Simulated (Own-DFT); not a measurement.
# Point defects and the pressure they add: zincblende InP

No measurement is shown. These are fixed-geometry runs of a retired plane-wave code named Own-DFT, which no person has reviewed; spin and spin-orbit coupling are neglected.

All runs used: PBE; PseudoDojo norm-conserving scalar-relativistic files; cutoff 36 hartree; 2 x 3 x 3 k mesh centred on Gamma; Fermi-Dirac smearing of 0.1 eV.

Limits (not all hold for every row): not probed for a lower state with spin; forces on such cells failed a check on a denser k mesh; forces not confirmed at this smearing and k mesh; stress not checked against mesh or cutoff.

All runs share one cell, with vectors in Å (17.606, 0.000, 0.000); (0.000, 11.737, 0.000); (0.000, 0.000, 11.737) and a volume of 2425.5 Å³. Atoms were moved at random from their sites; u is the rms move along one axis. The defect's site can differ from row to row.

```
                                      cell  formula   u (Å)  P (GPa)
                                 no defect  In48P48  0.0193     3.20
                                 no defect  In48P48  0.0203     3.21
                                 no defect  In48P48  0.0527     3.62
                        one In on a P site  In49P47  0.0288     3.89
                        one In on a P site  In49P47  0.0294     3.87
                        one In on a P site  In49P47  0.0511     4.05
                           two P vacancies  In48P46  0.0486     3.33
                           two P vacancies  In48P46  0.0518     3.38
                           two P vacancies  In48P46  0.0526     3.32
                  two P on an In site each  In46P50  0.0312     3.03
                  two P on an In site each  In46P50  0.0316     3.02
                  two P on an In site each  In46P50  0.0478     3.26
one In on a P site and one P on an In site  In48P48  0.0276     3.48
one In on a P site and one P on an In site  In48P48  0.0309        ?
one In on a P site and one P on an In site  In48P48  0.0519     3.88
one In on a P site and one P on an In site  In48P48  0.0541     3.84
```

## Working it out

P = P0 + c u² + a shift for each defect gives P0 = 3.16 GPa, c = 158 ± 14 GPa/Å² and a scatter of 0.05 GPa. The shifts, and each times the cell's volume:

- one In on a P site: 0.56 ± 0.04 GPa, 8.4 eV
- one In on a P site and one P on an In site: 0.24 ± 0.04 GPa, 3.7 eV
- two P vacancies: -0.22 ± 0.04 GPa, -3.4 eV (-1.7 eV for each of its 2 sites)
- two P on an In site each: -0.28 ± 0.04 GPa, -4.2 eV (-2.1 eV for each of its 2 sites)

Against the defect-free cell, a freed cell would be larger where the shift is positive and smaller where it is negative (160.2 GPa Å³ is 1 eV). The atoms around the defects weren't relaxed, which would change these numbers.

## Prediction

Asked: what pressure belongs in the blank (one In on a P site and one P on an In site, u = 0.0309 Å)?

The fit gives 3.55 ± 0.05 GPa. Computed: 3.57 GPa.
